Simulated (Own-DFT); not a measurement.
# Which arrangement is lower? Ge32Si32, 64 atoms

All numbers below are calculated, not measured. The program, named Own-DFT, is a retired in-house plane-wave density functional code that no person has reviewed. Each row is one single-point run on a periodic cell that was not relaxed, without spin or spin-orbit coupling.

Settings of every run: PBE; PseudoDojo norm-conserving scalar-relativistic files; cutoff 42 hartree; 3 x 3 x 3 k mesh centred on Gamma; Fermi-Dirac smearing of 0.1 eV.

Known limits, some of them of some rows only: not probed for a lower state with spin; forces on such cells passed a denser k mesh, each cell not checked; stress not checked against mesh or cutoff.

All cells hold the same atoms in the same cell, with vectors in Å (11.089, 0.000, 0.000); (0.000, 11.089, 0.000); (0.000, 0.000, 11.089). Every atom was moved at random from its ideal site; u is the rms move along one axis. The random placing of the alloy's atoms differs from row to row. E is the free energy of the cell above the lowest run. The arrangements:

- A: diamond-structure SiGe in clusters
- B: diamond-structure SiGe in ordered layers
- C: diamond-structure SiGe with randomly placed atoms

```
arrangement,u (Å),E (eV),P (GPa)
A,0.0297,0.274,2.95
A,0.0318,0.617,3.02
A,0.0328,0.600,3.00
A,0.0580,3.477,3.54
A,0.0597,3.464,3.54
A,0.0609,3.817,3.69
B,0.0284,0.171,2.91
B,0.0314,0.442,2.94
B,0.0325,0.483,2.96
B,0.0591,3.428,3.50
B,0.0593,3.107,3.45
B,0.0637,4.160,3.72
C,0.0293,0.000,2.77
C,0.0296,0.243,2.83
C,0.0303,0.012,2.81
C,0.0584,3.328,3.36
C,0.0600,3.528,3.43
C,0.0603,2.812,3.35
```

Question: once the cost of the random moves is taken out, how do the arrangements rank?

## Worked answer

Fit E = a + b u², with one b for all and one a for each arrangement, and with residuals divided by u², since the noise grows with the moves. Then b = 1189 eV/Å², the scatter at u = 0.04 Å is 0.15 eV, and against A:

- B: -0.09 ± 0.07 eV (not told apart from A)
- C: -0.28 ± 0.07 eV (lower)

These are energies of unrelaxed cells. Relaxing the atoms lowers the strained arrangements most, so the gaps would shrink and small ones could change sign.
